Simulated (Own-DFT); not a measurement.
# Point defects and the pressure they add: D0_22 TiAl3

Everything here is calculated. The program is Own-DFT (plane waves, in-house, since retired, never reviewed by a person); positions were held fixed, and spin and spin-orbit coupling were off.

Settings: PBE; PseudoDojo norm-conserving scalar-relativistic files; cutoff 42 hartree; 4 x 4 x 4 k mesh centred on Gamma; cold (Marzari-Vanderbilt) smearing of 0.2 eV.

Known weak points: forces on such cells failed a check on a denser k mesh; stress not checked against mesh or cutoff.

All runs share one cell, with vectors in Å (-2.365, -6.981, 4.326); (-7.667, 3.491, 1.442); (-2.950, -3.488, -7.241) and a volume of 625.4 Å³. u is the rms random offset of the atoms per axis. The defect's site can differ from row to row.

```
                     cell   formula   u (Å)  P (GPa)
                no defect  Al30Ti10  0.0196     1.96
                no defect  Al30Ti10  0.0491     2.61
                no defect  Al30Ti10  0.0519     2.72
two Ti on an Al site each  Al28Ti12  0.0284     3.32
two Ti on an Al site each  Al28Ti12  0.0306        ?
two Ti on an Al site each  Al28Ti12  0.0477     3.78
two Ti on an Al site each  Al28Ti12  0.0516     3.85
           one Ti vacancy   Al30Ti9  0.0305     1.97
           one Ti vacancy   Al30Ti9  0.0315     1.81
           one Ti vacancy   Al30Ti9  0.0524     2.27
         two Al vacancies  Al28Ti10  0.0305     1.33
         two Al vacancies  Al28Ti10  0.0318     1.29
         two Al vacancies  Al28Ti10  0.0510     1.76
 two Al on a Ti site each   Al32Ti8  0.0312     2.96
 two Al on a Ti site each   Al32Ti8  0.0436     3.16
 two Al on a Ti site each   Al32Ti8  0.0539     3.48
```

## Working it out

P = P0 + c u² + a shift for each defect gives P0 = 1.92 GPa, c = 280 ± 20 GPa/Å² and a scatter of 0.06 GPa. The shifts, and each times the cell's volume:

- two Ti on an Al site each: 1.19 ± 0.05 GPa, 4.7 eV (2.3 eV for each of its 2 sites)
- two Al on a Ti site each: 0.74 ± 0.05 GPa, 2.9 eV (1.4 eV for each of its 2 sites)
- one Ti vacancy: -0.34 ± 0.05 GPa, -1.3 eV
- two Al vacancies: -0.88 ± 0.05 GPa, -3.5 eV (-1.7 eV for each of its 2 sites)

A positive shift means that the defect pushes the cell outwards. Shift times volume (160.2 GPa Å³ is 1 eV) depends little on the cell's size, so, taken for each site, it can be compared between cells at like pressure. The atoms around the defects weren't relaxed, which would change these numbers.

## Check

Asked: what pressure belongs in the blank (two Ti on an Al site each, u = 0.0306 Å)?

The fit gives 3.37 ± 0.08 GPa. Computed: 3.16 GPa.
